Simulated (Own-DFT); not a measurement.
# Computed records: Hf$_{36}$O$_{71}$ (tetragonal hafnia with one neutral oxygen vacancy, atoms displaced)

Computed with Own-DFT development build. A calculation, not a measurement: plane-wave PBE and HSE06 DFT by an unreviewed code, no spin, of a simulated cell at Gamma alone, so results move with cell size and shape, stress positive in tension, energies less offsets, not probed for a lower state with spin; hafnium file: forces about 75 meV/angstrom off all-electron values; oxygen file: force components 24 meV/angstrom off all-electron in a glass; k mesh not checked against a denser one; forces and stress are PBE's, HSE06 gives the energy alone, and its difference from PBE has offsets of its own; offsets are fitted by least squares, one for each functional and potential file, so energies compare only between cells with the same atoms and settings and are not formation energies; the far tail of each file's local potential was reset to the Coulomb form; each entry is a single point on an unrelaxed cell, so the pressure reflects the starting lattice, taken from the Materials Project, from which strain is counted, and rises with the displacements; printed positions are rounded, which can move forces by about a meV/angstrom; the program is a retired in-house code; no spin-orbit coupling.

Settings shared by all entries: first functional PBE; second functional HSE06; exact exchange share 0.25; screening 0.11 1/bohr; exchange divergence Gygi-Baldereschi; potential files PseudoDojo norm-conserving, scalar-relativistic, made for PBE, standard set; wave cutoff 48 hartree; occupations fixed; k mesh 1 x 1 x 1 centred on Gamma.

```json
{"entry": 1, "formula": "Hf36O71", "kind": "tetragonal hafnia with one neutral oxygen vacancy, atoms displaced", "structure": {"cell_angstrom": [[10.78, 0.0, 0.0], [0.0, 10.78, 0.0], [0.0, 0.0, 10.4493]], "atoms_fractional": [["Hf", 0.00901, 0.00304, 0.99407], ["Hf", 0.17066, 0.16109, 0.25478], ["O", 0.99478, 0.17324, 0.14839], ["O", 0.16574, 0.00423, 0.35284], ["O", 0.99868, 0.16442, 0.39652], ["O", 0.16626, 0.00352, 0.10023], ["Hf", 0.99521, 0.00492, 0.49609], ["Hf", 0.16379, 0.16806, 0.74326], ["O", 0.9906, 0.17994, 0.65797], ["O", 0.17023, 0.99764, 0.8501], ["O", 3e-05, 0.16742, 0.90284], ["O", 0.16882, 0.99959, 0.60134], ["Hf", 0.00915, 0.3291, 0.9886], ["Hf", 0.1599, 0.49404, 0.24844], ["O", 0.99772, 0.4992, 0.15889], ["O", 0.16629, 0.33654, 0.34136], ["O", 0.00609, 0.48779, 0.4073], ["O", 0.17173, 0.33602, 0.09806], ["Hf", 0.9946, 0.33116, 0.50247], ["Hf", 0.16116, 0.49801, 0.74911], ["O", 0.00482, 0.50772, 0.65449], ["O", 0.16597, 0.3363, 0.84582], ["O", 0.00354, 0.49494, 0.90202], ["O", 0.16225, 0.33038, 0.59171], ["Hf", 0.99206, 0.66682, 0.99677], ["Hf", 0.15872, 0.82868, 0.24995], ["O", 0.00204, 0.83519, 0.14598], ["O", 0.16952, 0.66891, 0.3406], ["O", 5e-05, 0.83258, 0.40629], ["O", 0.17371, 0.67262, 0.09399], ["Hf", 0.01338, 0.65917, 0.50612], ["Hf", 0.16951, 0.83791, 0.76097], ["O", 0.99694, 0.83398, 0.66203], ["O", 0.16565, 0.65689, 0.85464], ["O", 0.99895, 0.83106, 0.90232], ["O", 0.16767, 0.66962, 0.59862], ["Hf", 0.33203, 0.0017, 0.00374], ["Hf", 0.4994, 0.16789, 0.24926], ["O", 0.32691, 0.16689, 0.15257], ["O", 0.49109, 0.9988, 0.34496], ["O", 0.32822, 0.17009, 0.39934], ["O", 0.49803, 0.00278, 0.0986], ["Hf", 0.33263, 0.9957, 0.49233], ["Hf", 0.50506, 0.17266, 0.75333], ["O", 0.32975, 0.15808, 0.64753], ["O", 0.50543, 0.00041, 0.8417], ["O", 0.33415, 0.16519, 0.91082], ["O", 0.49764, 0.98922, 0.5956], ["Hf", 0.33287, 0.33696, 0.9972], ["Hf", 0.49821, 0.49709, 0.23935], ["O", 0.33723, 0.49596, 0.14976], ["O", 0.51187, 0.34276, 0.33491], ["O", 0.32413, 0.50477, 0.39939], ["O", 0.49832, 0.33263, 0.08378], ["Hf", 0.3363, 0.33443, 0.49735], ["Hf", 0.50338, 0.49929, 0.74962], ["O", 0.32842, 0.49464, 0.64099], ["O", 0.49199, 0.33585, 0.85361], ["O", 0.33676, 0.50018, 0.9063], ["O", 0.49801, 0.3363, 0.5938], ["Hf", 0.33349, 0.6695, 0.00434], ["Hf", 0.50099, 0.84254, 0.24658], ["O", 0.33126, 0.84156, 0.15488], ["O", 0.4967, 0.66802, 0.34863], ["O", 0.3313, 0.83021, 0.40124], ["O", 0.49682, 0.66608, 0.09643], ["Hf", 0.33613, 0.66193, 0.51267], ["Hf", 0.4982, 0.82776, 0.74582], ["O", 0.33763, 0.83037, 0.65274], ["O", 0.50218, 0.66921, 0.85236], ["O", 0.33353, 0.82935, 0.90892], ["O", 0.50006, 0.67441, 0.60619], ["Hf", 0.66294, 0.99775, 0.001], ["Hf", 0.83852, 0.17392, 0.24938], ["O", 0.66396, 0.16167, 0.16257], ["O", 0.83302, 0.99724, 0.34471], ["O", 0.66113, 0.16027, 0.40317], ["O", 0.83655, 0.01038, 0.10008], ["Hf", 0.66093, 0.99865, 0.50359], ["Hf", 0.82827, 0.1649, 0.75234], ["O", 0.66181, 0.16838, 0.65131], ["O", 0.83622, 0.98767, 0.84412], ["O", 0.67247, 0.16988, 0.90247], ["O", 0.82892, 0.99657, 0.58797], ["Hf", 0.66196, 0.32663, 0.99597], ["Hf", 0.82546, 0.49983, 0.2502], ["O", 0.66685, 0.49742, 0.14823], ["O", 0.83225, 0.32924, 0.35136], ["O", 0.66555, 0.49372, 0.39505], ["O", 0.83448, 0.33607, 0.10074], ["Hf", 0.67075, 0.33183, 0.49693], ["Hf", 0.83775, 0.49197, 0.75907], ["O", 0.66963, 0.50733, 0.6509], ["O", 0.83442, 0.32957, 0.85352], ["O", 0.66249, 0.50057, 0.90291], ["O", 0.83524, 0.33584, 0.5978], ["Hf", 0.65873, 0.66889, 0.00138], ["Hf", 0.83414, 0.83033, 0.24915], ["O", 0.67378, 0.82776, 0.1566], ["O", 0.84148, 0.66247, 0.34278], ["O", 0.66154, 0.83468, 0.40126], ["O", 0.84021, 0.65877, 0.09019], ["Hf", 0.67227, 0.6642, 0.50142], ["Hf", 0.83168, 0.84656, 0.74671], ["O", 0.66715, 0.83788, 0.64354], ["O", 0.83828, 0.66655, 0.84448], ["O", 0.82973, 0.66194, 0.59527]]}, "results": {"PBE_energy_of_cell_above_offsets [eV]": "-96.687", "HSE06_less_PBE_above_offsets [eV]": "0.083", "PBE_pressure [GPa]": 2.71, "PBE_stress_xx [GPa]": -2.33, "PBE_stress_yy [GPa]": -2.34, "PBE_stress_zz [GPa]": -3.45, "PBE_stress_yz [GPa]": -0.16, "PBE_stress_xz [GPa]": -0.19, "PBE_stress_xy [GPa]": 0.03, "force_element": ["Hf", "Hf", "O", "O", "O", "O", "Hf", "Hf", "O", "O", "O", "O", "Hf", "Hf", "O", "O", "O", "O", "Hf", "Hf", "O", "O", "O", "O", "Hf", "Hf", "O", "O", "O", "O", "Hf", "Hf", "O", "O", "O", "O", "Hf", "Hf", "O", "O", "O", "O", "Hf", "Hf", "O", "O", "O", "O", "Hf", "Hf", "O", "O", "O", "O", "Hf", "Hf", "O", "O", "O", "O", "Hf", "Hf", "O", "O", "O", "O", "Hf", "Hf", "O", "O", "O", "O", "Hf", "Hf", "O", "O", "O", "O", "Hf", "Hf", "O", "O", "O", "O", "Hf", "Hf", "O", "O", "O", "O", "Hf", "Hf", "O", "O", "O", "O", "Hf", "Hf", "O", "O", "O", "O", "Hf", "Hf", "O", "O", "O"], "force_x [eV/angstrom]": [-1.386, -1.089, 1.975, -0.038, -0.13, -0.264, 0.768, 1.061, 0.726, -0.369, 0.12, -1.323, -0.716, 1.301, -0.111, 0.189, -0.072, -1.122, 1.138, 1.767, -1.429, 0.037, -0.723, 0.684, 2.271, 1.299, -0.961, -1.244, 0.311, -1.687, -2.668, -0.552, 1.206, 0.179, 0.77, 0.749, -0.265, -0.37, 1.616, 0.036, 0.696, 0.898, -0.163, -2.334, 1.029, 0.545, -0.083, -0.261, -0.586, 0.07, -1.044, -0.978, 0.662, 0.443, -1.665, -0.352, 0.718, 0.957, 0.166, 0.971, -0.673, -0.78, 0.297, 0.343, -0.091, 0.946, 0.577, 0.911, -1.827, 0.693, -0.242, 0.638, 0.986, -0.349, 0.041, 0.401, -0.306, -0.599, -0.213, -0.056, 1.031, -0.678, -0.31, 0.728, 1.68, 0.755, -0.464, -0.268, 0.842, -0.669, -0.504, -0.692, -0.552, -0.047, 0.173, -1.339, 0.902, 1.215, -1.226, -0.605, 0.366, -2.723, -0.791, -0.007, -0.071, -0.408, 1.598], "force_y [eV/angstrom]": [-1.192, 1.569, -0.141, -1.255, 0.732, 0.235, -1.918, -0.331, -1.156, 1.489, -1.115, 0.173, 0.73, 0.863, 0.23, -1.875, 2.033, 0.122, -0.595, 1.071, -0.483, -1.31, 0.315, -0.473, -0.023, 0.219, -0.169, -0.968, 0.089, -0.049, 0.723, -2.043, 0.132, 1.193, 0.965, 0.035, -0.542, 0.157, -0.283, 1.189, -0.095, -0.218, -0.142, -1.116, 1.037, 0.24, 0.158, 0.783, 0.196, 2.616, -0.074, -2.568, -1.099, -0.523, 1.048, 0.809, 0.371, -0.648, 0.541, -0.216, -1.215, -2.54, 0.093, -0.404, 0.143, 0.398, 0.587, 0.897, 0.058, -0.505, 1.462, -1.084, -0.408, -1.779, 0.548, 0.299, 1.195, -0.754, -1.116, 0.057, 0.057, 4.889, -1.795, 0.862, 2.462, -0.856, 0.447, 0.944, 1.071, -0.38, 0.155, 2.501, -0.994, -0.367, -0.709, 0.202, -0.03, 0.879, 0.257, 0.486, -0.251, 0.311, 0.286, -5.463, -0.34, -0.07, 0.07], "force_z [eV/angstrom]": [2.017, -0.802, 0.012, -0.017, 0.789, -0.262, -0.364, -0.384, -0.27, 0.462, -1.503, -0.025, 3.604, -0.223, -0.491, 0.592, 0.101, -0.837, -1.234, 0.604, -0.238, -0.16, -0.496, 0.597, -0.393, 0.156, 0.361, 0.949, 0.103, 0.73, -1.427, -1.324, -0.625, -1.347, 0.135, 0.889, 0.255, 0.216, 0.138, 0.28, 0.048, -0.257, 0.664, -0.383, 1.137, 0.603, -1.247, -0.216, 0.624, 1.021, -0.109, 1.161, 0.606, 1.607, -0.61, 0.222, 1.505, -1.72, -1.097, 0.437, -0.324, 1.219, -0.026, -0.551, 0.703, 0.489, -2.692, 0.082, 0.514, -0.377, -1.114, -0.148, 0.577, -0.997, -1.194, 0.001, 0.53, -1.756, -1.264, 0.054, 0.322, 1.875, -0.79, 1.562, 1.942, -0.745, -0.259, 0.738, 1.024, -0.799, -0.883, -0.921, 0.517, -0.637, -0.507, 1.037, -0.505, 0.813, -1.536, 0.261, -0.069, 1.071, -0.776, -1.939, 1.497, -0.063, -0.513]}}
{"entry": 2, "formula": "Hf36O71", "kind": "tetragonal hafnia with one neutral oxygen vacancy, atoms displaced", "structure": {"cell_angstrom": [[10.78, 0.0, 0.0], [0.0, 10.78, 0.0], [0.0, 0.0, 10.4493]], "atoms_fractional": [["Hf", 0.99943, 0.99058, 0.00964], ["Hf", 0.16084, 0.1569, 0.24054], ["O", 0.99939, 0.16359, 0.14248], ["O", 0.16715, 0.00249, 0.36128], ["O", 0.99722, 0.16549, 0.39193], ["O", 0.1573, 0.9869, 0.09901], ["Hf", 0.99531, 0.99536, 0.50109], ["Hf", 0.16977, 0.16045, 0.75338], ["O", 0.00606, 0.17504, 0.64143], ["O", 0.16204, 0.99475, 0.8628], ["O", 0.98409, 0.17188, 0.90269], ["O", 0.16925, 0.0037, 0.59193], ["Hf", 0.98861, 0.33608, 0.01664], ["Hf", 0.17777, 0.49101, 0.24944], ["O", 0.99596, 0.51242, 0.16156], ["O", 0.15522, 0.33135, 0.36274], ["O", 0.99846, 0.50083, 0.40064], ["O", 0.17776, 0.33532, 0.11524], ["Hf", 0.99482, 0.32582, 0.50449], ["Hf", 0.16406, 0.49745, 0.7461], ["O", 0.98771, 0.50068, 0.65682], ["O", 0.15439, 0.33961, 0.83896], ["O", 0.99467, 0.50352, 0.89093], ["O", 0.1662, 0.34919, 0.58874], ["Hf", 0.99803, 0.66735, 0.99834], ["Hf", 0.16529, 0.83643, 0.26209], ["O", 0.98911, 0.83648, 0.15269], ["O", 0.17757, 0.66517, 0.34566], ["O", 0.00073, 0.83729, 0.40801], ["O", 0.17644, 0.67582, 0.09783], ["Hf", 0.99762, 0.67416, 0.49817], ["Hf", 0.15441, 0.83742, 0.75084], ["O", 0.00276, 0.83355, 0.65404], ["O", 0.18026, 0.6625, 0.84812], ["O", 0.99785, 0.82166, 0.90665], ["O", 0.16668, 0.67079, 0.59839], ["Hf", 0.33947, 0.98603, 0.98983], ["Hf", 0.50208, 0.17609, 0.25323], ["O", 0.33708, 0.16342, 0.16234], ["O", 0.50362, 0.98994, 0.35178], ["O", 0.3379, 0.16663, 0.41607], ["O", 0.51442, 0.00909, 0.10027], ["Hf", 0.33003, 0.99296, 0.49382], ["Hf", 0.48697, 0.16627, 0.73847], ["O", 0.33528, 0.17331, 0.64256], ["O", 0.49108, 0.00848, 0.86042], ["O", 0.34184, 0.1711, 0.90004], ["O", 0.48698, 0.00298, 0.62145], ["Hf", 0.34827, 0.33633, 0.99744], ["Hf", 0.49917, 0.49453, 0.2605], ["O", 0.33854, 0.49422, 0.13828], ["O", 0.49891, 0.31122, 0.35308], ["O", 0.35016, 0.50195, 0.39475], ["O", 0.49056, 0.3219, 0.10904], ["Hf", 0.32391, 0.33239, 0.50589], ["Hf", 0.5056, 0.49702, 0.75451], ["O", 0.33441, 0.50062, 0.65344], ["O", 0.50577, 0.32468, 0.84871], ["O", 0.332, 0.51245, 0.89662], ["O", 0.49238, 0.34618, 0.60318], ["Hf", 0.33836, 0.67621, 0.00902], ["Hf", 0.50441, 0.84261, 0.24805], ["O", 0.33542, 0.82955, 0.14011], ["O", 0.49927, 0.66717, 0.36068], ["O", 0.34441, 0.84693, 0.40717], ["O", 0.48275, 0.66434, 0.10804], ["Hf", 0.33636, 0.67767, 0.50098], ["Hf", 0.50417, 0.82738, 0.75622], ["O", 0.33108, 0.8278, 0.65482], ["O", 0.49519, 0.67724, 0.84636], ["O", 0.33899, 0.82301, 0.89812], ["O", 0.51508, 0.66845, 0.59679], ["Hf", 0.67001, 0.99102, 0.0137], ["Hf", 0.81761, 0.15705, 0.24441], ["O", 0.84149, 0.99865, 0.3546], ["O", 0.65915, 0.16561, 0.41194], ["O", 0.82217, 0.00717, 0.09479], ["Hf", 0.64598, 0.0039, 0.50908], ["Hf", 0.83981, 0.18368, 0.75704], ["O", 0.66442, 0.15883, 0.66426], ["O", 0.84463, 0.99754, 0.8548], ["O", 0.6734, 0.15305, 0.89352], ["O", 0.83527, 0.99045, 0.59906], ["Hf", 0.6716, 0.32911, 0.99974], ["Hf", 0.83043, 0.49901, 0.2634], ["O", 0.66482, 0.49328, 0.15338], ["O", 0.83854, 0.33114, 0.35308], ["O", 0.65719, 0.50265, 0.39752], ["O", 0.83227, 0.33294, 0.10814], ["Hf", 0.67801, 0.31765, 0.48808], ["Hf", 0.83673, 0.51143, 0.74961], ["O", 0.66994, 0.49627, 0.66759], ["O", 0.83417, 0.31854, 0.83757], ["O", 0.67283, 0.49277, 0.89564], ["O", 0.83194, 0.33013, 0.59428], ["Hf", 0.66954, 0.66208, 0.00077], ["Hf", 0.82692, 0.82672, 0.24814], ["O", 0.67981, 0.82427, 0.14868], ["O", 0.81951, 0.67484, 0.33835], ["O", 0.65745, 0.83109, 0.38524], ["O", 0.82942, 0.67311, 0.1053], ["Hf", 0.66487, 0.66185, 0.50504], ["Hf", 0.84566, 0.84558, 0.74033], ["O", 0.67125, 0.83943, 0.65989], ["O", 0.8366, 0.67509, 0.84963], ["O", 0.664, 0.84241, 0.90609], ["O", 0.82442, 0.67753, 0.58174]]}, "results": {"PBE_stress_yy [GPa]": null, "PBE_pressure [GPa]": null, "PBE_stress_zz [GPa]": null}}
```

## Withheld values
1. What PBE stress yy does the calculation give for Hf$_{36}$O$_{71}$ (tetragonal hafnia with one neutral oxygen vacancy, atoms displaced) (entry 2)?
2. Estimate the PBE pressure of Hf$_{36}$O$_{71}$ (tetragonal hafnia with one neutral oxygen vacancy, atoms displaced) (entry 2).
3. Hf$_{36}$O$_{71}$ (tetragonal hafnia with one neutral oxygen vacancy, atoms displaced) (entry 2): PBE stress zz?
4. Give the table of force values for Hf$_{36}$O$_{71}$ (tetragonal hafnia with one neutral oxygen vacancy, atoms displaced) (entry 2).

Calculated values
1. -4.84 GPa
2. 5.03 GPa
3. -4.23 GPa
4. 
Force:
```tsv
element	x (eV/Å)	y (eV/Å)	z (eV/Å)
Hf	-1.963	1.086	-1.885
Hf	0.722	1.84	1.448
O	-0.817	0.169	0.307
O	0.201	-0.887	-1.734
O	0.041	-0.61	0.772
O	2.263	0.641	1.565
Hf	-0.352	3.372	-0.56
Hf	-0.424	1.497	0.037
O	0.45	-0.481	1.139
O	0.251	0.994	-1.195
O	1.726	-0.251	0.826
O	-0.887	-0.411	2.269
Hf	3.52	-0.423	-2.058
Hf	-0.423	-0.301	0.039
O	0.59	-1.012	-0.96
O	1.167	0.006	-2.077
O	-0.819	1.362	1.05
O	-1.885	-0.386	-1.49
Hf	1.911	0.116	-1.923
Hf	1.171	1.426	0.263
O	1.786	0.471	-1.913
O	0.636	-2.43	0.603
O	-0.627	-0.623	2.343
O	-1.485	0.103	2.02
Hf	1.005	-1.957	1.304
Hf	-0.144	-0.8	-2.526
O	1.582	0.176	0.395
O	-0.027	0.989	0.578
O	0.793	-1.617	-1.169
O	-2.764	-0.258	0.608
Hf	0.925	-2.73	0.036
Hf	4	-2.793	1.248
O	0.357	-0.172	-1.853
O	-2.164	1.514	-0.953
O	0.982	2.253	-1.209
O	-1.261	-0.017	-0.968
Hf	0.934	1.235	0.666
Hf	-0.726	-4.529	-2.65
O	-1.477	-0.983	-0.376
O	0.124	3.257	1.15
O	-0.124	-0.948	-1.339
O	-2.442	-0.888	1.733
Hf	0.049	4.895	3.082
Hf	2.355	-0.106	2.586
O	-3.225	0.299	1.1
O	-0.698	-1.607	-0.71
O	-2.007	-0.705	-0.132
O	0.937	-0.602	-2.662
Hf	-2.263	1.4	-0.752
Hf	-0.722	1.262	-0.248
O	-0.127	-0.211	1.734
O	0.656	5.92	1.912
O	-1.327	-0.877	0.413
O	3.244	0.078	-0.395
Hf	1.786	0.733	-0.858
Hf	-2.056	-0.486	-0.659
O	0.045	0.811	-0.37
O	0.046	1.722	1.188
O	1.237	-2.808	0.615
O	1.692	-0.8	-0.562
Hf	-2.599	-2.591	-2.32
Hf	0.773	-2.819	-0.238
O	0	2.544	2.085
O	-0.569	0.583	-1.628
O	-0.849	-4.729	-3.022
O	5.634	-0.185	0.986
Hf	0.753	-1.83	0.712
Hf	-0.106	2.963	-0.621
O	-0.086	-0.085	-0.43
O	1.654	-3.538	1.311
O	-0.318	3.014	-0.443
O	-3.359	0.334	1.979
Hf	-1.817	1.368	-4.976
Hf	2.505	-0.354	1.027
O	-1.024	0.488	-1.456
O	0.758	-3.486	-2.416
O	3.351	1.246	3.189
Hf	1.438	-2.454	1.227
Hf	-0.497	-10.39	-4.256
O	0.012	0.244	-2.413
O	0.783	-0.715	-1.069
O	0.394	1.712	3.01
O	-0.401	0.24	-0.579
Hf	-1.878	-1.399	-0.844
Hf	0.525	0.893	-0.921
O	0.046	0.222	-0.602
O	-1.539	-0.727	-0.326
O	0.919	-1.879	0.64
O	-0.898	-0.377	-0.334
Hf	-1.763	4.835	3.34
Hf	-1.126	-0.401	1.504
O	0.534	0.714	-1.987
O	-0.891	11.01	5.844
O	-0.131	0.863	2
O	-0.836	-0.384	0.677
Hf	-0.32	0.981	0.1
Hf	0.738	1.888	1.234
O	-4.006	0.552	-1.272
O	1.057	-2.742	1.915
O	0.537	0.832	2.295
O	0.399	-1.284	-1.861
Hf	-1.001	1.005	-3.302
Hf	-3.845	0.938	2.759
O	-0.803	0.282	-0.874
O	-0.949	-0.511	-0.384
O	-0.496	-2.495	-0.131
O	3.351	-0.315	2.024
```

Further results for Hf$_{36}$O$_{71}$ (tetragonal hafnia with one neutral oxygen vacancy, atoms displaced) (entry 2):

```
PBE energy of cell above offsets : -85.766 eV
HSE06 less PBE above offsets     : 0.613 eV
PBE stress xx                    : -6.02 GPa
PBE stress yz                    : -2.29 GPa
PBE stress xz                    : -0.56 GPa
PBE stress xy                    : 0 GPa
```
